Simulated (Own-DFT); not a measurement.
Simulation results for Si₁₂O₂₃ (quartz with two neutral oxygen vacancies, strained, atoms displaced)

A calculation, not a measurement: plane-wave PBE and HSE06 DFT by an unreviewed code, no spin, of a simulated cell at Gamma alone, so results move with cell size and shape, stress positive in tension, energies less offsets, not probed for a lower state with spin; oxygen file: force components 24 meV/angstrom off all-electron in a glass; k mesh not checked against a denser one; forces and stress are PBE's, HSE06 gives the energy alone, and its difference from PBE has offsets of its own; offsets are fitted by least squares, one for each functional and potential file, so energies compare only between cells with the same atoms and settings and are not formation energies; the far tail of each file's local potential was reset to the Coulomb form; each entry is a single point on an unrelaxed cell, so the pressure reflects the starting lattice, mostly measured values (interpolated for alloys), from which strain is counted, and rises with the displacements; printed positions are rounded, which can move forces by about a meV/angstrom; the program, named Own-DFT, is a retired in-house code; no spin-orbit coupling. Program: Own-DFT development build.

## Si₁₂O₂₃ (quartz with two neutral oxygen vacancies, strained, atoms displaced)

```
CELL_PARAMETERS angstrom
9.71900 -0.15790 -0.09090
-4.99620 8.73500 0.14560
-0.10000 0.12720 10.89720
ATOMIC_POSITIONS crystal
Si 0.23226 0.99878 0.99730
Si 0.00278 0.23948 0.32349
Si 0.26468 0.27104 0.16572
O 0.21040 0.13243 0.06165
O 0.43327 0.29369 0.22479
O 0.35974 0.07075 0.39383
O 0.07394 0.36599 0.44405
O 0.13539 0.20931 0.27250
O 0.28787 0.42116 0.11115
Si 0.23792 0.00095 0.49994
Si 0.99613 0.23491 0.83518
Si 0.26080 0.26533 0.66660
O 0.20632 0.13075 0.56204
O 0.42683 0.29387 0.72932
O 0.37065 0.07597 0.89478
O 0.07268 0.37335 0.94094
O 0.13054 0.20706 0.77137
O 0.29565 0.42978 0.60884
Si 0.23477 0.50136 0.99742
Si 0.99902 0.73453 0.33606
Si 0.26457 0.76652 0.16600
O 0.20804 0.63134 0.05599
O 0.42339 0.79156 0.22602
O 0.36422 0.57218 0.39952
O 0.07979 0.86736 0.44581
O 0.13322 0.70398 0.27205
O 0.29058 0.92245 0.10504
Si 0.23275 0.50140 0.49457
Si 0.99742 0.73846 0.83611
Si 0.26959 0.76416 0.66214
O 0.20210 0.62572 0.55937
O 0.41841 0.79213 0.72328
O 0.36478 0.57094 0.89282
O 0.07090 0.86391 0.94328
O 0.13631 0.70926 0.77648
O 0.28835 0.92720 0.60834
Si 0.73064 0.00160 0.99827
Si 0.49703 0.23368 0.33475
Si 0.76549 0.26333 0.16583
O 0.70530 0.13792 0.05797
O 0.93003 0.30145 0.22756
O 0.57733 0.36455 0.43727
O 0.63267 0.20673 0.27043
O 0.79333 0.42462 0.10735
Si 0.73285 0.00304 0.49885
Si 0.50036 0.23343 0.83310
Si 0.76493 0.26272 0.66359
O 0.71029 0.13378 0.55794
O 0.92150 0.28655 0.73041
O 0.87110 0.07419 0.89150
O 0.57427 0.37104 0.93970
O 0.62955 0.20205 0.77736
O 0.79493 0.42635 0.60518
Si 0.73712 0.50040 0.99729
Si 0.49980 0.73764 0.33056
Si 0.76729 0.76181 0.16593
O 0.70459 0.63458 0.06491
O 0.93107 0.79517 0.22466
O 0.86465 0.57171 0.39501
O 0.63176 0.70214 0.27624
O 0.79013 0.92688 0.11042
Si 0.73627 0.50376 0.49839
Si 0.50417 0.73631 0.83025
Si 0.77126 0.76835 0.66552
O 0.70997 0.63298 0.56046
O 0.93297 0.79994 0.72412
O 0.86351 0.56919 0.89514
O 0.56771 0.87034 0.94120
O 0.63648 0.70835 0.77246
O 0.78975 0.92274 0.61122
```

| Item | Value |
| --- | --- |
| first functional | PBE |
| second functional | HSE06 |
| exact exchange share | 0.25 |
| screening | 0.11 1/bohr |
| exchange divergence | Gygi-Baldereschi |
| potential files | PseudoDojo norm-conserving, scalar-relativistic, made for PBE, standard set |
| wave cutoff | 48 hartree |
| occupations | fixed |
| k mesh | 1 x 1 x 1 centred on Gamma |
| PBE energy of cell above offsets | -20.106 eV |
| HSE06 less PBE above offsets | 0.373 eV |
| PBE pressure | 5.31 GPa |
| PBE stress xx | -9.78 GPa |
| PBE stress yy | -1.94 GPa |
| PBE stress zz | -4.23 GPa |
| PBE stress yz | 4.24 GPa |
| PBE stress xz | -2.66 GPa |
| PBE stress xy | -3.31 GPa |

Force:
```tsv
element	x (eV/Å)	y (eV/Å)	z (eV/Å)
Si	0.591	1.842	1.727
Si	-0.397	-1.826	6.278
Si	3.698	-4.21	-0.209
O	-0.312	0.345	0.224
O	-1.895	0.47	-1.035
O	1.971	1.468	-2.129
O	-1.537	-2.504	-2.455
O	0.468	-0.658	0.352
O	-1.585	3.855	-2.367
Si	-1.919	1.533	2.703
Si	2.701	1.921	0.861
Si	1.125	0.089	-1.571
O	0.053	0.308	0.046
O	-0.448	0.309	-0.741
O	-0.644	-1.388	0.593
O	-1.058	-2.675	-1.611
O	-1.137	-0.311	1.413
O	-0.228	-0.003	-0.506
Si	0.167	0.487	2.096
Si	1.467	1.088	0.334
Si	-1.086	-2.041	-2.299
O	-0.383	1.399	1.448
O	1.155	0.78	-0.283
O	3.037	2.828	-3.952
O	-2.152	-3.342	-2.516
O	-1.301	-0.169	1.157
O	-0.106	0.757	-0.321
Si	-0.405	-1.081	4.92
Si	2.608	-1.179	-0.843
Si	-7.288	-1.5	-2.053
O	-0.708	1.694	0.786
O	7.312	0.833	3.367
O	1.566	1.579	-1.404
O	-1.218	-0.838	-0.575
O	-0.793	0.221	-0.158
O	1.9	-1.202	1.168
Si	1.138	1.064	1.489
Si	1.672	-0.048	-0.296
Si	-1.75	0.396	-0.884
O	0.926	-1.138	-0.683
O	-0.403	1.284	-1.937
O	-0.595	-0.133	0.361
O	-0.612	-0.595	1.111
O	-0.084	0.608	-0.333
Si	1.791	-1.322	-3.083
Si	-0.446	2.137	1.095
Si	-1.933	0.224	0.504
O	-1.23	0.794	0.905
O	-0.495	1.102	-1.313
O	-1.329	-2.079	1.844
O	-0.797	-1.667	-1.118
O	2.149	0.175	-1.747
O	0.254	-0.515	0.398
Si	-2.17	-0.166	3.922
Si	1.652	0.298	3.119
Si	-2.486	1.209	0.394
O	1.186	-2.16	-2.147
O	1.23	0.371	0.835
O	1.335	1.289	-1.702
O	0.441	0.029	-0.487
O	-0.15	-0.073	-0.515
Si	-0.965	-1.342	1.974
Si	-1.751	0.212	1.177
Si	-1.16	-2.109	-1.212
O	-0.267	0.66	0.505
O	1.267	0.248	0.831
O	1.79	2.531	-2.516
O	-0.424	-1.87	-1.916
O	0.048	-0.186	0.346
O	-1.055	1.891	-1.366
```
